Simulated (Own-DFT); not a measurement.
Simulation results for GaN (wurtzite, strained, atoms displaced)

All values are calculated (Own-DFT development build). A calculation, not a measurement: plane-wave PBE density functional theory by an unreviewed code, no spin, of a simulated periodic cell, stress positive in tension, free energy of the whole cell less one offset for each atom, forces on such cells passed a denser k mesh, this cell's mesh not checked; offsets are fitted by least squares, one for each functional and potential file, so energies compare only between cells with the same atoms and settings and are not formation energies; the far tail of each file's local potential was reset to the Coulomb form; each entry is a single point on an unrelaxed cell, so the pressure reflects the starting lattice, mostly measured values (interpolated for alloys), from which strain is counted, and rises with the displacements; printed positions are rounded, which can move forces by about a meV/angstrom; the program, named Own-DFT, is a retired in-house code; no spin-orbit coupling.

### GaN (wurtzite, strained, atoms displaced)

```
GaN
1.0
     12.7560     0.0000     0.0000
     -4.7835     8.2853     0.0000
      0.0000     0.0000    10.4218
Ga N Ga N Ga N Ga N Ga N Ga N Ga N Ga N Ga N Ga N Ga N Ga N Ga N Ga N Ga N Ga N Ga N Ga N Ga N Ga N Ga N Ga N Ga N Ga N
2 2 2 2 2 2 2 2 2 2 2 2 2 2 2 2 2 2 2 2 2 2 2 2 2 2 2 2 2 2 2 2 2 2 2 2 2 2 2 2 2 2 2 2 2 2 2 2
Direct
  0.08492 0.21710 0.00226
  0.16845 0.11759 0.24927
  0.08438 0.22908 0.18206
  0.17018 0.11186 0.44642
  0.08375 0.22658 0.50145
  0.17030 0.11380 0.74990
  0.08479 0.22393 0.68599
  0.16114 0.10848 0.92752
  0.08738 0.55356 0.00043
  0.16438 0.45132 0.24626
  0.08798 0.56039 0.19668
  0.17721 0.45717 0.43826
  0.08248 0.55662 0.50598
  0.16699 0.43368 0.74384
  0.08630 0.55556 0.68405
  0.17195 0.45018 0.94134
  0.08474 0.88694 0.99857
  0.16762 0.77840 0.24987
  0.09049 0.89098 0.18473
  0.16455 0.78059 0.43975
  0.08343 0.89230 0.49669
  0.17394 0.78430 0.75263
  0.08753 0.89860 0.68154
  0.16611 0.76566 0.93734
  0.33688 0.22087 0.00311
  0.41299 0.11371 0.25366
  0.33791 0.22506 0.18839
  0.42717 0.12053 0.44038
  0.33553 0.22615 0.49152
  0.41827 0.11885 0.74848
  0.32642 0.20865 0.69423
  0.41774 0.11682 0.93964
  0.32637 0.54838 0.00161
  0.42485 0.44727 0.25027
  0.33153 0.54465 0.18965
  0.41288 0.44070 0.43500
  0.33627 0.55506 0.49710
  0.41782 0.44707 0.75216
  0.32940 0.55023 0.69089
  0.41831 0.44219 0.94187
  0.33519 0.89193 0.99983
  0.41924 0.78184 0.24568
  0.33364 0.89347 0.17358
  0.41272 0.77648 0.43870
  0.33677 0.88710 0.50066
  0.41730 0.77925 0.74304
  0.32826 0.87695 0.68646
  0.41712 0.77956 0.93956
  0.58737 0.22868 0.00453
  0.66477 0.10103 0.25558
  0.58545 0.22286 0.18508
  0.66598 0.11631 0.44375
  0.58283 0.22618 0.49549
  0.66449 0.10648 0.75972
  0.58724 0.22744 0.69381
  0.66096 0.11190 0.93699
  0.58083 0.55414 0.99814
  0.66709 0.44207 0.24920
  0.58882 0.55955 0.18588
  0.66154 0.43802 0.43737
  0.58763 0.55822 0.49856
  0.66699 0.45121 0.74753
  0.58537 0.54912 0.69161
  0.67285 0.44987 0.92947
  0.58395 0.89498 0.01089
  0.67212 0.77832 0.24393
  0.58006 0.89338 0.18191
  0.66689 0.76898 0.43814
  0.57680 0.87317 0.50127
  0.66614 0.77641 0.75034
  0.58330 0.88611 0.69119
  0.67533 0.78581 0.94991
  0.83191 0.21541 0.99451
  0.92088 0.11163 0.24593
  0.83423 0.22172 0.18463
  0.91858 0.11500 0.43666
  0.82902 0.22350 0.49936
  0.91868 0.11139 0.74814
  0.83219 0.21739 0.69026
  0.90908 0.10408 0.94640
  0.83584 0.55933 0.00258
  0.91948 0.45024 0.25692
  0.83245 0.54197 0.18650
  0.90694 0.43172 0.44056
  0.83423 0.56335 0.50592
  0.91762 0.44309 0.74869
  0.83490 0.55597 0.69500
  0.92094 0.44795 0.93502
  0.82958 0.88132 0.99583
  0.91593 0.78025 0.24510
  0.83257 0.89353 0.19657
  0.92082 0.77802 0.43000
  0.83576 0.88420 0.50270
  0.91336 0.77799 0.74821
  0.83360 0.88533 0.69040
  0.92544 0.76946 0.93788
```

It was run with functional PBE, potential files PseudoDojo norm-conserving, scalar-relativistic, standard set with the stringent files for Ga, wave cutoff 96 hartree, occupations Gaussian, smearing width 0.01 eV and k mesh 3 x 4 x 3 centred on Gamma.

The calculation gives: free energy of cell above offsets -5.374 eV; pressure 6 GPa; stress xx -7.1 GPa; stress yy -5.72 GPa; stress zz -5.17 GPa; stress yz 0.23 GPa; stress xz -0.34 GPa; stress xy -0.22 GPa.

Force:
```csv
element,x (eV/Å),y (eV/Å),z (eV/Å)
Ga,-0.938,0.541,-1.241
Ga,0.089,-0.202,0.408
N,0.709,-0.52,1.282
N,-0.955,0.607,-1.865
Ga,0.259,0.347,-0.779
Ga,-1.269,-0.831,-0.843
N,-0.141,-1.23,0.203
N,1.034,0.013,2.354
Ga,-1.038,-0.505,0.294
Ga,1.861,-0.82,1.299
N,-1.466,-0.03,-1.416
N,-1.677,-1.49,-0.334
Ga,0.13,-0.099,-1.437
Ga,-1.27,1.796,1.317
N,-0.207,-0.115,1.462
N,-0.963,-2.187,-1.229
Ga,1,0.23,-0.338
Ga,0.532,0.605,0.411
N,-1.449,0.453,0.346
N,0.936,-0.073,-0.517
Ga,0.535,-0.198,0.546
Ga,-1.812,-1.262,-0.347
N,-0.342,-1.461,0.981
N,-0.287,1.961,0.045
Ga,-1.033,-0.028,-0.671
Ga,1.661,-0.603,-0.739
N,-0.944,0.121,0.248
N,-2.263,-1.889,-0.683
Ga,0.366,-0.852,1.834
Ga,1.13,-0.964,0.538
N,0.894,2.758,-1.832
N,0.639,-0.563,-0.473
Ga,1.915,1.556,0.212
Ga,-0.896,0.025,-0.4
N,0.034,1.391,0.008
N,1.22,1.142,0.381
Ga,-0.246,-0.04,0.685
Ga,-0.031,-1.037,0.041
N,1.374,0.637,-0.864
N,-0.781,0.185,-0.471
Ga,0.038,-0.145,-2.134
Ga,-1.107,-1.06,-0.081
N,0.238,-0.2,3.804
N,1.23,-0.037,-0.869
Ga,-1.661,0.66,0.076
Ga,-0.072,-0.785,1.813
N,1.01,2.103,-0.348
N,0.613,-0.406,-0.373
Ga,-0.491,0.162,-1.143
Ga,0.112,2.128,-0.211
N,-0.385,-0.421,1.328
N,0.137,-2.036,-0.688
Ga,1.551,-0.139,2.111
Ga,-0.195,0.738,-1.831
N,-0.214,-0.659,-1.026
N,0.947,-0.237,1.263
Ga,1.125,0.357,-0.117
Ga,0.334,-0.168,0.033
N,-0.044,-0.322,0.105
N,0.646,1.875,-0.128
Ga,-0.61,-1.571,0.468
Ga,1.846,-1.568,0.634
N,-2.119,1.619,-1.137
N,-0.723,0.006,1.796
Ga,-0.217,-0.485,-3.556
Ga,-1.453,-0.152,0.839
N,1.271,-0.981,3.099
N,-0.414,1.432,-0.44
Ga,0.463,1.824,0.016
Ga,0.044,-0.089,0.867
N,0.187,-0.164,-0.606
N,-2.88,-1.792,-1.835
Ga,-1.185,1.585,0.896
Ga,-1.033,1.002,0.577
N,-0.1,-0.078,0.622
N,0.007,-0.65,0.307
Ga,0.858,-1.439,0.862
Ga,-0.243,0.025,0.695
N,-0.228,0.05,-0.056
N,2.047,0.016,-1.632
Ga,0.561,-1.489,-0.673
Ga,0.51,-1.484,-0.622
N,-0.973,2.009,0.323
N,0.433,2.761,0.16
Ga,0.376,-1.197,-0.53
Ga,0.491,0.082,0.292
N,-0.239,0.275,-1.333
N,0.021,-0.816,0.605
Ga,2.786,1.108,1.233
Ga,0.859,-0.635,-0.294
N,1.295,-0.543,-1.648
N,-0.74,-0.167,0.856
Ga,-0.302,1.002,-0.831
Ga,2.233,0.05,0.652
N,-0.753,0.409,-0.367
N,-2.201,1.268,-0.247
```
